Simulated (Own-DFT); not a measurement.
# Response to strain: 2H SiC, 72 atoms (C36Si36)

Calculated, not measured: single-point runs of Own-DFT, a retired in-house plane-wave DFT program that no person has reviewed, on unrelaxed cells, without spin or spin-orbit coupling.

Method: PBE; PseudoDojo norm-conserving scalar-relativistic files; cutoff 42 hartree; 4 x 4 x 3 k mesh centred on Gamma; Fermi-Dirac smearing of 0.1 eV.

Caveats: forces on such cells passed a denser k mesh, each cell not checked; stress not checked against mesh or cutoff.

Unstrained cell vectors in Å: (9.248, 0.000, 0.000); (-4.624, 8.009, 0.000); (0.000, 0.000, 10.068). The unstrained cell has measured lattice constants (interpolated for alloys), not those of this functional. That, the random moves and any unrelaxed bonds set the pressure at no strain. In each run the cell takes a homogeneous strain; fractional positions stay. Each atom got a random Gaussian move of width 0.05 Å along each axis. Stress is counted positive in tension, P = -(s_xx + s_yy + s_zz)/3, and strain components are those of the symmetric tensor.

| run | e_xx (%) | e_yy (%) | e_zz (%) | e_yz (%) | e_xz (%) | e_xy (%) | s_xx (GPa) | s_yy (GPa) | s_zz (GPa) | s_yz (GPa) | s_xz (GPa) | s_xy (GPa) | P (GPa) | E (meV/atom) |
|---|---|---|---|---|---|---|---|---|---|---|---|---|---|---|
| 1 | 2.00 | -1.27 | 0.51 | 0.09 | -1.49 | -0.76 | 4.98 | -13.42 | -1.38 | 1.05 | -5.35 | -3.41 | 3.27 | 21.9 |
| 2 | -0.90 | -1.20 | 1.21 | 0.30 | -0.26 | 1.98 | -12.46 | -11.78 | -1.02 | 1.16 | -1.38 | 10.35 | 8.42 | 41.6 |
| 3 | 1.43 | -1.56 | -1.81 | 1.96 | 0.41 | -1.33 | 1.37 | -15.75 | -17.20 | 5.67 | 0.53 | -7.22 | 10.53 | 37.3 |
| 4 | 0.08 | 0.91 | -1.82 | 0.34 | 0.06 | -1.30 | -2.98 | -1.47 | -18.91 | 0.99 | 0.64 | -5.23 | 7.79 | 33.1 |
| 5 | 0.85 | 1.11 | -1.15 | -1.94 | 0.42 | 1.54 | -0.34 | 2.71 | -15.17 | -6.44 | 1.41 | 7.65 | 4.27 | 32.3 |
| 6 | -0.25 | 1.33 | -0.07 | -1.45 | -0.70 | -1.15 | -5.89 | 3.28 | -5.94 | -4.73 | -3.44 | -6.46 | 2.85 | 5.2 |
| 7 | -1.21 | 1.76 | 0.26 | -1.21 | -1.02 | 1.07 | -12.14 | 5.23 | -4.00 | -3.27 | -3.46 | 5.33 | 3.64 | 14.0 |
| 8 | -0.64 | -0.86 | -0.99 | 0.90 | 0.25 | -0.60 | -8.99 | -10.83 | -14.63 | 3.84 | 1.34 | -3.01 | 11.48 | 31.1 |
| 9 | 1.32 | -1.07 | 1.64 | 1.89 | 0.11 | -0.38 | 2.57 | -7.47 | 1.71 | 6.92 | 0.65 | -2.00 | 1.06 | 0.0 |
| 10 | 0.30 | -0.82 | -1.07 | -0.08 | -1.11 | 0.79 | -4.37 | -9.30 | -14.44 | -0.39 | -3.72 | 5.69 | 9.37 | 27.4 |
| 11 | -1.97 | 0.61 | 0.86 | 1.77 | 0.71 | -0.95 | -16.26 | -1.36 | -3.67 | 6.16 | 3.26 | -3.82 | 7.10 | 31.7 |
| 12 | 0.98 | -1.12 | -1.35 | -1.53 | -1.95 | 0.24 | -3.27 | -9.06 | -13.44 | -4.85 | -6.84 | 1.48 | 8.59 | 22.6 |
| 13 | 1.27 | 1.25 | -0.54 | 0.78 | -1.40 | -1.03 | 4.32 | 1.31 | -8.23 | 2.78 | -4.55 | -2.94 | 0.86 | 11.4 |
| 14 | -0.88 | 1.49 | 0.86 | -1.44 | -0.97 | -1.31 | -7.32 | 2.77 | -3.14 | -4.03 | -3.85 | -5.22 | 2.56 | 27.9 |
| 15 | 0.20 | 1.91 | 0.84 | 1.49 | 0.16 | -0.83 | -1.97 | 7.02 | -3.30 | 4.08 | 0.76 | -5.35 | -0.59 | 22.6 |
| 16 | -0.16 | -0.84 | -0.91 | 0.33 | -0.07 | -0.59 | -5.05 | -9.65 | -13.76 | 0.43 | -0.66 | -2.78 | 9.49 | 5.4 |
| 17 | 0.12 | -0.08 | 0.76 | -1.44 | 1.37 | -1.51 | -4.09 | -4.86 | -3.80 | -4.82 | 4.63 | -7.78 | 4.25 | 26.6 |
| 18 | -1.58 | -1.83 | 1.04 | 1.03 | 0.89 | 0.16 | ? | ? | ? | ? | ? | ? | ? | ? |

The last column gives the free energy per atom over the lowest of the runs shown.

## Fit

Each stress component was fitted by least squares to a constant and the strains of the runs shown, as fractions, with shears doubled. Shear strains stay in the fit of a normal stress only where such slopes are resolved. The slopes, in GPa:

```
stress  at no strain  per e_xx  per e_yy  per e_zz  scatter
  s_xx          -5.2  584 ± 34   99 ± 28   16 ± 30     1.29
  s_yy          -4.7   28 ± 37  569 ± 31   55 ± 33     1.41
  s_zz          -7.4   78 ± 37   24 ± 31  592 ± 33     1.42
```

The slope of each shear stress on twice its own strain, from a fit on all six strains: yz 161 ± 6, xz 174 ± 8, xy 248 ± 13 GPa. These are stiffnesses along x, y and z of the frame in which the cell vectors are given, with the crystal's c axis along z: C11, C12, C13 and C33. Hexagonal symmetry asks that xx and yy behave alike, which is a second check on the noise. The atoms are held to the strained lattice; where symmetry lets them move under strain, relaxing them would lower some slopes. The table should be nearly symmetric about its diagonal, and what it lacks of that shows the noise. A ninth of the table's sum, 227 ± 6 GPa, estimates the bulk modulus near the mean pressure of these runs, 5.6 GPa, so it lies above the value at zero pressure.

## Check

The question: what normal stresses and pressure should run 18 give?

Estimate: s_xx = -16.0, s_yy = -15.0, s_zz = -2.9 and P = 11.3 GPa. DFT gave -18.15, -14.83, -1.51 and P = 11.50 GPa.
